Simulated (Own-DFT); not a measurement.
Si12O23 (quartz with two neutral oxygen vacancies, atoms displaced) (calculated)

Computed with Own-DFT development build. A calculation, not a measurement: plane-wave PBE and HSE06 DFT by an unreviewed code, no spin, of a simulated cell at Gamma alone, so results move with cell size and shape, stress positive in tension, energies less offsets, not probed for a lower state with spin; oxygen file: force components 24 meV/angstrom off all-electron in a glass; k mesh not checked against a denser one; forces and stress are PBE's, HSE06 gives the energy alone, and its difference from PBE has offsets of its own; offsets are fitted by least squares, one for each functional and potential file, so energies compare only between cells with the same atoms and settings and are not formation energies; the far tail of each file's local potential was reset to the Coulomb form; each entry is a single point on an unrelaxed cell, so the pressure reflects the starting lattice, mostly measured values (interpolated for alloys), from which strain is counted, and rises with the displacements; printed positions are rounded, which can move forces by about a meV/angstrom; the program, named Own-DFT, is a retired in-house code; no spin-orbit coupling.

Settings shared by all entries: first functional PBE; second functional HSE06; exact exchange share 0.25; screening 0.11 1/bohr; exchange divergence Gygi-Baldereschi; potential files PseudoDojo norm-conserving, scalar-relativistic, made for PBE, standard set; wave cutoff 48 hartree; occupations fixed; k mesh 1 x 1 x 1 centred on Gamma.

(1) 
```cif
# cell vector a (Å): 9.8268 0.0000 0.0000
# cell vector b (Å): -4.9134 8.5103 0.0000
# cell vector c (Å): 0.0000 0.0000 10.8104
data_Si12O23
_symmetry_space_group_name_H-M 'P 1'
_symmetry_Int_Tables_number 1
_cell_length_a 9.8268
_cell_length_b 9.8268
_cell_length_c 10.8104
_cell_angle_alpha 90.000
_cell_angle_beta 90.000
_cell_angle_gamma 120.000
_cell_volume 904.06
loop_
_atom_site_label
_atom_site_type_symbol
_atom_site_fract_x
_atom_site_fract_y
_atom_site_fract_z
_atom_site_occupancy
Si1 Si 0.22213 0.98787 0.99633 1
Si2 Si 0.00446 0.23312 0.33851 1
Si3 Si 0.25723 0.25428 0.16826 1
O1 O 0.20656 0.13944 0.06259 1
O2 O 0.43706 0.29960 0.21583 1
O3 O 0.37551 0.06365 0.40006 1
O4 O 0.07435 0.36126 0.43317 1
O5 O 0.12930 0.19986 0.26806 1
O6 O 0.28766 0.43317 0.10644 1
Si4 Si 0.23330 0.02080 0.49674 1
Si5 Si 0.99448 0.23071 0.82990 1
Si6 Si 0.25906 0.25662 0.66304 1
O7 O 0.20535 0.14139 0.55946 1
O8 O 0.41550 0.29531 0.73110 1
O9 O 0.36368 0.07379 0.88937 1
O10 O 0.06725 0.36457 0.93765 1
O11 O 0.13255 0.21091 0.77166 1
O12 O 0.29597 0.43156 0.60839 1
Si7 Si 0.22140 0.48744 0.99562 1
Si8 Si 0.01018 0.74409 0.33408 1
Si9 Si 0.25789 0.75957 0.17501 1
O13 O 0.20155 0.63685 0.06107 1
O14 O 0.42950 0.79258 0.22762 1
O15 O 0.37050 0.57276 0.39089 1
O16 O 0.07429 0.86555 0.44948 1
O17 O 0.13802 0.70967 0.27647 1
O18 O 0.28803 0.92259 0.11048 1
Si10 Si 0.22345 0.50139 0.49494 1
Si11 Si 0.00473 0.72808 0.82938 1
Si12 Si 0.26520 0.75825 0.66518 1
O19 O 0.19336 0.63114 0.56310 1
O20 O 0.43090 0.79949 0.72278 1
O21 O 0.35785 0.56412 0.89414 1
O22 O 0.05978 0.86094 0.93929 1
O23 O 0.13279 0.71131 0.77907 1
O24 O 0.29768 0.92981 0.60406 1
Si13 Si 0.73790 0.99737 0.00515 1
Si14 Si 0.49834 0.24503 0.33316 1
Si15 Si 0.75845 0.25783 0.16854 1
O25 O 0.70907 0.13196 0.06305 1
O26 O 0.93411 0.29632 0.22686 1
O27 O 0.87207 0.07692 0.38613 1
O28 O 0.57293 0.36584 0.43577 1
O29 O 0.63740 0.20946 0.26847 1
O30 O 0.79429 0.42872 0.10254 1
Si16 Si 0.72357 0.99421 0.49492 1
Si17 Si 0.51001 0.23965 0.83340 1
Si18 Si 0.75967 0.26746 0.66659 1
O31 O 0.92555 0.29571 0.72801 1
O32 O 0.87262 0.08306 0.89941 1
O33 O 0.57615 0.36159 0.93678 1
O34 O 0.63946 0.20885 0.78127 1
Si19 Si 0.73815 0.50001 0.99791 1
Si20 Si 0.50066 0.73673 0.33473 1
Si21 Si 0.75269 0.76168 0.16954 1
O35 O 0.70787 0.62906 0.06967 1
O36 O 0.93402 0.79673 0.22997 1
O37 O 0.86096 0.58012 0.39568 1
O38 O 0.57365 0.86728 0.43984 1
O39 O 0.63980 0.71075 0.27093 1
O40 O 0.78429 0.92172 0.11198 1
Si22 Si 0.73468 0.50153 0.50200 1
Si23 Si 0.51243 0.74021 0.83535 1
Si24 Si 0.76025 0.76284 0.66056 1
O41 O 0.69895 0.62951 0.56203 1
O42 O 0.92125 0.79318 0.72923 1
O43 O 0.86445 0.57835 0.88872 1
O44 O 0.56747 0.86212 0.94436 1
O45 O 0.63104 0.69498 0.77854 1
O46 O 0.78737 0.92635 0.60884 1
_calc_PBE_energy_of_cell_above_offsets '-14.960'  # eV
_calc_HSE06_less_PBE_above_offsets '0.333'  # eV
_calc_PBE_pressure 8.49  # GPa
_calc_PBE_stress_xx -6.51  # GPa
_calc_PBE_stress_yy -7.91  # GPa
_calc_PBE_stress_zz -11.05  # GPa
_calc_PBE_stress_yz -5.21  # GPa
_calc_PBE_stress_xz 3.87  # GPa
_calc_PBE_stress_xy -2.8  # GPa
```

Force:
```
element  x (eV/Å)  y (eV/Å)  z (eV/Å)
     Si      1.74     2.996     1.244
     Si     -1.26    -0.571     -6.64
     Si     1.289     6.554    -0.944
      O     1.115     -4.89    -4.368
      O    -1.499    -0.433     0.484
      O     -0.73     3.075    -1.704
      O    -0.335     3.425     3.643
      O    -0.577    -0.932     2.822
      O     1.814    -3.071     2.566
     Si     5.678    -7.114     0.126
     Si     1.297     2.455     0.279
     Si    -1.613     6.808     4.528
      O    -2.234    -1.203    -3.093
      O      3.49    -0.274     0.905
      O    -0.411    -0.527     0.755
      O    -2.218    -2.204    -1.332
      O    -0.166    -1.087    -0.003
      O    -1.423    -0.172    -1.636
     Si     0.753     4.903     2.194
     Si    -2.229    -1.113     1.467
     Si     3.868     1.436    -5.423
      O     0.516    -1.488    -0.698
      O    -0.971     0.392    -0.515
      O    -1.454    -0.945     1.341
      O    -0.456     0.718    -0.424
      O    -2.012    -1.797     3.992
      O    -0.837     0.748    -0.618
     Si      4.21     0.245     2.224
     Si    -8.018     2.939     1.919
     Si    -1.763     4.912     1.719
      O     0.044    -2.573    -2.549
      O      1.77    -0.704     1.241
      O     1.376     2.691    -1.949
      O      -0.1    -0.098    -0.041
      O       7.7    -0.959    -3.774
      O    -1.005     -0.22      0.02
     Si    -1.919     0.808     -1.83
     Si     2.337    -4.774    -2.898
     Si     4.434     4.386    -2.233
      O    -0.156    -1.239    -1.315
      O    -1.173    -0.372    -0.216
      O    -2.235    -4.648     2.926
      O    -0.148     2.623     2.815
      O    -4.753     -1.14     4.597
      O     1.562    -1.913     1.629
     Si      3.25     6.816     3.298
     Si    -5.303    -2.901    -1.303
     Si     1.007    -0.112    -3.349
      O     -1.29     0.582    -1.492
      O    -1.056    -3.557     1.246
      O     0.075     2.952     2.545
      O     1.432    -0.678    -0.755
     Si    -1.173     0.474     0.196
     Si     0.729    -1.085    -1.641
     Si     7.847     1.447    -3.295
      O    -0.114    -0.913    -1.711
      O    -2.487     0.402    -1.701
      O     1.617      0.84    -1.005
      O    -2.562    -3.032    -1.416
      O     -5.57    -2.127     6.669
      O     0.839     0.759     0.351
     Si     0.952    -2.151     1.349
     Si    -4.349    -3.667    -0.417
     Si     0.897     0.673     3.995
      O    -0.612    -1.168    -1.412
      O     0.502    -0.196    -0.648
      O    -0.293    -2.016     0.371
      O     1.121     2.025     1.186
      O     1.511     0.518    -1.493
      O    -0.268     0.462    -0.801
```

(2) 
```cif
# cell vector a (Å): 9.8268 0.0000 0.0000
# cell vector b (Å): -4.9134 8.5103 0.0000
# cell vector c (Å): 0.0000 0.0000 10.8104
data_Si12O23
_symmetry_space_group_name_H-M 'P 1'
_symmetry_Int_Tables_number 1
_cell_length_a 9.8268
_cell_length_b 9.8268
_cell_length_c 10.8104
_cell_angle_alpha 90.000
_cell_angle_beta 90.000
_cell_angle_gamma 120.000
_cell_volume 904.06
loop_
_atom_site_label
_atom_site_type_symbol
_atom_site_fract_x
_atom_site_fract_y
_atom_site_fract_z
_atom_site_occupancy
Si1 Si 0.24899 0.00664 0.00357 1
Si2 Si 0.00722 0.23331 0.33515 1
Si3 Si 0.26860 0.27467 0.16118 1
O1 O 0.19847 0.12331 0.05347 1
O2 O 0.42141 0.29803 0.21989 1
O3 O 0.35729 0.06882 0.39936 1
O4 O 0.06536 0.36238 0.43129 1
O5 O 0.12792 0.19933 0.27178 1
O6 O 0.29360 0.42182 0.10250 1
Si4 Si 0.23658 0.00155 0.50433 1
Si5 Si 0.00451 0.23985 0.83046 1
Si6 Si 0.26936 0.26222 0.66631 1
O7 O 0.20861 0.12989 0.56091 1
O8 O 0.41487 0.27931 0.72534 1
O9 O 0.36984 0.06912 0.88992 1
O10 O 0.07244 0.36342 0.94182 1
O11 O 0.13386 0.20969 0.78221 1
O12 O 0.29243 0.42011 0.60460 1
Si7 Si 0.23456 0.50585 0.00431 1
Si8 Si 0.00515 0.73100 0.33050 1
Si9 Si 0.26640 0.76218 0.16565 1
O13 O 0.20954 0.63324 0.06146 1
O14 O 0.42035 0.78398 0.22896 1
O15 O 0.36728 0.57651 0.39049 1
O16 O 0.08329 0.86695 0.43824 1
O17 O 0.12679 0.70404 0.27315 1
O18 O 0.29668 0.93540 0.10297 1
Si10 Si 0.24663 0.50667 0.50383 1
Si11 Si 0.00417 0.73771 0.83912 1
Si12 Si 0.27435 0.76450 0.65979 1
O19 O 0.20625 0.63409 0.56278 1
O20 O 0.42562 0.79095 0.72894 1
O21 O 0.35937 0.56524 0.89299 1
O22 O 0.07533 0.85567 0.94141 1
O23 O 0.14552 0.70733 0.77877 1
O24 O 0.30485 0.93714 0.60290 1
Si13 Si 0.73344 0.00159 0.99122 1
Si14 Si 0.50597 0.24050 0.33256 1
Si15 Si 0.76441 0.27006 0.17249 1
O25 O 0.71967 0.14430 0.06181 1
O26 O 0.91927 0.29441 0.22756 1
O27 O 0.86494 0.06738 0.39426 1
O28 O 0.57956 0.37186 0.43767 1
O29 O 0.64277 0.21462 0.26994 1
O30 O 0.79755 0.42607 0.09618 1
Si16 Si 0.73985 0.00404 0.50339 1
Si17 Si 0.50159 0.23927 0.82696 1
Si18 Si 0.77143 0.27261 0.68042 1
O31 O 0.71031 0.14244 0.55996 1
O32 O 0.93139 0.29865 0.72070 1
O33 O 0.57180 0.37648 0.94681 1
O34 O 0.62920 0.20532 0.77130 1
O35 O 0.78274 0.41880 0.59635 1
Si19 Si 0.73770 0.50070 0.00264 1
Si20 Si 0.50145 0.72730 0.33792 1
Si21 Si 0.76377 0.76996 0.16155 1
O36 O 0.71181 0.63758 0.06230 1
O37 O 0.92627 0.79166 0.22017 1
O38 O 0.87141 0.57185 0.38687 1
O39 O 0.57035 0.86259 0.44404 1
O40 O 0.63556 0.70288 0.26475 1
O41 O 0.79339 0.92702 0.10963 1
Si22 Si 0.73481 0.49810 0.49827 1
Si23 Si 0.50179 0.72164 0.83866 1
Si24 Si 0.76030 0.76366 0.66980 1
O42 O 0.70104 0.63156 0.56592 1
O43 O 0.93146 0.79224 0.72057 1
O44 O 0.86166 0.56803 0.88590 1
O45 O 0.62725 0.70983 0.77238 1
O46 O 0.79965 0.93550 0.60768 1
_calc_PBE_energy_of_cell_above_offsets '-14.789'  # eV
_calc_HSE06_less_PBE_above_offsets '0.161'  # eV
_calc_PBE_pressure 9.64  # GPa
_calc_PBE_stress_xx -12.95  # GPa
_calc_PBE_stress_yy -6.67  # GPa
_calc_PBE_stress_zz -9.31  # GPa
_calc_PBE_stress_yz -0.07  # GPa
_calc_PBE_stress_xz 0.72  # GPa
_calc_PBE_stress_xy 1.56  # GPa
```

Force:
```
element  x (eV/Å)  y (eV/Å)  z (eV/Å)
     Si     -4.18    -0.727    -5.482
     Si    -4.551    -2.628    -2.681
     Si     -1.12    -8.083     1.027
      O    -1.387     3.535     2.072
      O      4.66      -0.2      2.99
      O     3.903     4.762    -4.916
      O     2.313     5.554     4.892
      O     3.055     0.425    -2.214
      O    -2.071     5.064    -1.933
     Si    -0.994    -2.441    -0.801
     Si    -3.577     -2.03     2.796
     Si     -5.63    -1.971    -0.449
      O    -2.335     2.133      1.27
      O     3.384     1.856     0.646
      O     0.706     1.516    -0.836
      O    -0.017     1.795     1.271
      O     4.192    -0.162    -3.062
      O     0.392     0.748     0.371
     Si     0.843    -4.295    -2.439
     Si    -6.407     3.374      1.19
     Si    -2.316     2.549     1.438
      O    -1.949     1.452     0.306
      O     1.244     0.336     0.497
      O    -0.881     -3.75     1.726
      O    -1.202    -1.409    -0.353
      O     6.744    -0.538    -3.842
      O     4.789    -4.672     5.697
     Si    -3.529    -2.503     -2.07
     Si     0.936     -3.14    -5.058
     Si    -3.377      3.86     4.223
      O     0.651    -3.073    -3.205
      O     2.987    -0.127     1.247
      O     0.548    -0.502     -0.16
      O     0.964      4.41      4.02
      O    -1.027     0.334    -0.788
      O     2.194     -2.73     2.786
     Si     0.874     0.359    -0.544
     Si    -2.343    -2.537    -0.548
     Si     3.402     1.453    -5.948
      O    -0.422    -1.871    -1.304
      O     4.275     0.174     2.266
      O     0.878     0.878     -1.16
      O    -2.207    -1.549    -1.239
      O    -5.979    -2.078     5.134
      O     1.622     -0.79     2.759
     Si    -2.491     0.662    -0.668
     Si    -0.248    -0.543     5.434
     Si    -2.072    -0.859    -6.367
      O     0.461    -0.363     0.771
      O     2.874     1.077     1.255
      O    -1.219    -2.964    -3.042
      O     0.317    -0.217     1.096
      O      2.39    -1.197     3.837
     Si    -1.101     2.406    -2.129
     Si     1.965     4.673    -2.892
     Si      3.55    -0.751     1.538
      O     0.035    -1.804     -2.25
      O     1.135    -0.083     1.293
      O    -1.618    -1.783     1.939
      O     0.523     0.184      0.16
      O    -3.155    -0.963     3.146
      O    -2.013     3.651    -2.607
     Si     0.354      4.38    -1.254
     Si    -6.115       4.5     2.509
     Si     2.454     2.378    -0.936
      O     0.312    -1.485    -1.613
      O    -0.707    -0.156       0.8
      O     -0.15    -0.011     0.238
      O     5.179    -1.337    -2.102
      O     1.289    -2.158     2.248
```

(3) 
```cif
# cell vector a (Å): 9.8268 0.0000 0.0000
# cell vector b (Å): -4.9134 8.5103 0.0000
# cell vector c (Å): 0.0000 0.0000 10.8104
data_Si12O23
_symmetry_space_group_name_H-M 'P 1'
_symmetry_Int_Tables_number 1
_cell_length_a 9.8268
_cell_length_b 9.8268
_cell_length_c 10.8104
_cell_angle_alpha 90.000
_cell_angle_beta 90.000
_cell_angle_gamma 120.000
_cell_volume 904.06
loop_
_atom_site_label
_atom_site_type_symbol
_atom_site_fract_x
_atom_site_fract_y
_atom_site_fract_z
_atom_site_occupancy
Si1 Si 0.23880 0.00429 0.99401 1
Si2 Si 0.99830 0.22556 0.33655 1
Si3 Si 0.27236 0.26531 0.16552 1
O1 O 0.19435 0.12719 0.05662 1
O2 O 0.43280 0.29880 0.21864 1
O3 O 0.06642 0.36341 0.44158 1
O4 O 0.13099 0.20461 0.26927 1
O5 O 0.29872 0.43492 0.11067 1
Si4 Si 0.23108 0.00032 0.49248 1
Si5 Si 0.00600 0.24342 0.83002 1
Si6 Si 0.26185 0.26657 0.66269 1
O6 O 0.21859 0.14914 0.55961 1
O7 O 0.42742 0.29198 0.72097 1
O8 O 0.36710 0.07470 0.89059 1
O9 O 0.08806 0.36990 0.93595 1
O10 O 0.13539 0.20580 0.77935 1
O11 O 0.29354 0.42617 0.60001 1
Si7 Si 0.22624 0.49153 0.99377 1
Si8 Si 0.99848 0.73854 0.33762 1
Si9 Si 0.25862 0.76251 0.15954 1
O12 O 0.20554 0.63317 0.06410 1
O13 O 0.42105 0.78938 0.22576 1
O14 O 0.36635 0.58355 0.39157 1
O15 O 0.07134 0.85992 0.44546 1
O16 O 0.13005 0.70397 0.27746 1
O17 O 0.28864 0.92450 0.10677 1
Si10 Si 0.22826 0.50174 0.49202 1
Si11 Si 0.01121 0.73828 0.84142 1
Si12 Si 0.26503 0.76322 0.66399 1
O18 O 0.21180 0.63138 0.55438 1
O19 O 0.42326 0.79434 0.72962 1
O20 O 0.36646 0.57327 0.89264 1
O21 O 0.08528 0.87787 0.93763 1
O22 O 0.13773 0.71612 0.77505 1
O23 O 0.29989 0.93194 0.61408 1
Si13 Si 0.72843 0.99429 0.00178 1
Si14 Si 0.50373 0.23984 0.32291 1
Si15 Si 0.76625 0.26118 0.17346 1
O24 O 0.70705 0.13012 0.05349 1
O25 O 0.93190 0.29928 0.22803 1
O26 O 0.86992 0.07509 0.39427 1
O27 O 0.62395 0.20432 0.27951 1
O28 O 0.78694 0.42626 0.10199 1
Si16 Si 0.73163 0.00716 0.50867 1
Si17 Si 0.50197 0.23624 0.83187 1
Si18 Si 0.76175 0.26063 0.67012 1
O29 O 0.69416 0.12342 0.55781 1
O30 O 0.92227 0.28628 0.72456 1
O31 O 0.87598 0.08211 0.89416 1
O32 O 0.57052 0.36083 0.94269 1
O33 O 0.63153 0.20767 0.76839 1
O34 O 0.79448 0.43131 0.60001 1
Si19 Si 0.73495 0.49690 0.00097 1
Si20 Si 0.49726 0.73318 0.33000 1
Si21 Si 0.76991 0.76130 0.16929 1
O35 O 0.69350 0.62169 0.06647 1
O36 O 0.91645 0.78230 0.22979 1
O37 O 0.86966 0.58046 0.39085 1
O38 O 0.57910 0.86569 0.43465 1
O39 O 0.62905 0.69844 0.26733 1
O40 O 0.80129 0.92860 0.10980 1
Si22 Si 0.72892 0.49562 0.50710 1
Si23 Si 0.49926 0.72829 0.83605 1
Si24 Si 0.76589 0.76411 0.66131 1
O41 O 0.70582 0.62579 0.55877 1
O42 O 0.92624 0.79820 0.72845 1
O43 O 0.86347 0.57166 0.89195 1
O44 O 0.56797 0.86717 0.93243 1
O45 O 0.63096 0.70452 0.77410 1
O46 O 0.79792 0.93581 0.60569 1
_calc_PBE_energy_of_cell_above_offsets '-15.916'  # eV
_calc_HSE06_less_PBE_above_offsets '0.125'  # eV
_calc_PBE_pressure 9.53  # GPa
_calc_PBE_stress_xx -11.43  # GPa
_calc_PBE_stress_yy -10.02  # GPa
_calc_PBE_stress_zz -7.14  # GPa
_calc_PBE_stress_yz -3.42  # GPa
_calc_PBE_stress_xz -0.04  # GPa
_calc_PBE_stress_xy 0.55  # GPa
```

Force:
```
element  x (eV/Å)  y (eV/Å)  z (eV/Å)
     Si     0.977     1.702     3.443
     Si     0.396     3.669    -1.704
     Si    -4.261     0.081     -2.08
      O      0.69     1.273     0.878
      O     1.084     0.648    -0.598
      O    -0.338    -0.543    -0.458
      O     1.348    -0.059    -0.104
      O    -0.314        -1    -0.744
     Si     3.375     3.432     1.521
     Si     0.194    -3.343     0.803
     Si     0.685     2.311     3.844
      O     0.319    -5.196    -4.226
      O     0.262     0.261     0.695
      O     1.172     0.237    -0.877
      O    -5.854     -5.41    -3.168
      O     1.151     0.493    -1.502
      O    -1.009     1.315    -0.444
     Si      6.14     8.139     6.704
     Si     1.732    -1.366    -2.092
     Si     0.481     1.123     5.326
      O     0.363    -4.048      -4.2
      O    -0.676     0.747    -1.044
      O    -0.691    -3.113     0.815
      O    -1.421     0.901     1.234
      O     0.524      0.76    -1.132
      O    -0.558     1.813    -1.025
     Si     3.449    -2.336     0.108
     Si     -4.65    -0.363    -2.055
     Si     0.268      0.49    -0.244
      O    -2.981      3.24     2.474
      O     1.334    -0.546     0.431
      O    -0.733    -1.928     0.795
      O    -2.472    -2.862    -0.827
      O     1.911    -1.353    -0.816
      O    -1.528     0.867    -2.186
     Si      3.46    -0.631    -1.725
     Si    -6.244     1.209     7.697
     Si    -1.344     0.528    -2.576
      O    -1.875     2.927     2.997
      O     0.006    -0.501     0.322
      O    -2.007     -3.21      2.26
      O     8.223    -1.534    -3.949
      O     3.736    -3.667     4.457
     Si     4.041    -5.699    -6.089
     Si    -1.962     0.415     -0.68
     Si    -0.283     1.611    -3.923
      O    -4.244     6.132     3.676
      O    -0.047     1.165    -0.861
      O    -1.408     -1.21      1.21
      O    -0.022     0.263    -0.147
      O    -0.286     -0.81     1.452
      O     4.617    -4.292     5.278
     Si    -3.277     1.674    -1.877
     Si     1.894     1.872     -1.48
     Si    -4.952    -0.499     -2.38
      O     0.736     0.208    -1.035
      O     3.886     1.785     0.987
      O    -1.674    -3.281     2.421
      O     0.203     1.286     1.157
      O    -1.209     0.044     1.228
      O    -0.741    -0.122    -0.849
     Si    -0.723    -1.901    -8.888
     Si    -1.247      1.43    -2.592
     Si     -0.65     0.917     1.886
      O    -3.123      3.81     1.832
      O     1.353    -0.544     0.981
      O     0.991     0.991    -0.371
      O     0.644     1.531     2.007
      O     1.843    -0.024    -1.599
      O     1.314    -1.908     1.628
```
